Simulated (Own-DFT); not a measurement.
# Reading a pressure off an energy slope: corundum Al2O3, 78 atoms (Al32O46), with two O vacancies

Calculated, not measured. Each geometry was run twice at fixed positions with Own-DFT, a retired in-house plane-wave program that no person has reviewed: with PBE, and with HSE06 (exact exchange share 0.25 at short range, screening 0.11 per bohr, Gygi-Baldereschi treatment of its divergence). Both used PseudoDojo norm-conserving files made for PBE, a cutoff of 48 hartree, the Gamma point alone, fixed occupations, a neutral cell and no spin. One k point on a cell 7.9 Å thick isn't converged, and results move with the size of the cell. The oxygen file's force components were 24 meV/Å off all-electron values in a glass.

Unstrained cell vectors in Å: (5.494, 0.000, 8.660); (-2.747, 4.758, 8.660); (-2.747, -4.758, 8.660), volume V0 = 679.1 Å³, from measured lattice constants. Each geometry has its own random strain of a few per cent, its own defect sites and random moves of rms u per axis. HSE06 gave the energy alone. D is its energy less that of PBE, over the lowest D shown. The PBE stress wasn't checked against mesh or cutoff.

```
run  V - V0 (Å³)   u (Å)  P with PBE (GPa)  D (eV)
  1         10.3  0.0475              5.45   1.631
  2         -3.6  0.0303              9.13   0.988
  3        -13.4  0.0321             12.74   0.708
  4        -29.3  0.0300             20.03   0.000
  5         17.7  0.0489              2.47   1.976
  6        -26.1  0.0553             20.79   0.335
  7         12.4  0.0533              4.66   1.841
  8         32.7  0.0286             -3.27   2.460
  9         -8.7  0.0304             10.62   0.880
 10        -16.8  0.0303             13.47   0.516
 11         22.3  0.0296             -0.71   2.077
 12         18.0  0.0330              1.33   1.942
 13          1.4  0.0486              8.10       ?
```

## Analysis

D = 1.12 + 0.0394 (V - V0) + 73 u² eV, with an error of 0.0006 on the volume slope, 13 on the last term and a scatter of 0.04 eV. Pressure is -dE/dV, and 1 eV/Å³ is 160.2 GPa, so HSE06 changes the pressure by -6.3 ± 0.1 GPa. With the ions held to the strained lattice, the PBE pressure falls by 257 ± 7 GPa per unit of volume strain; the shape of the strain isn't fitted, so the true error is larger, and a relaxed crystal would be softer. On that slope HSE06's volume at a given pressure is about 2.5 % smaller, or 0.8 % in lengths. At u = 0 and V0 the PBE pressure is 7.0 GPa, which puts the zero-pressure volume, against the measured cell and with the defects in, at +2.7 % for PBE and +0.3 % for HSE06, each good to a few tenths of a per cent.

## The run left out

Q: what D should run 13 give?

Estimate: 1.35 eV, with rows scattering by 0.04. The calculation gave 1.402 eV.
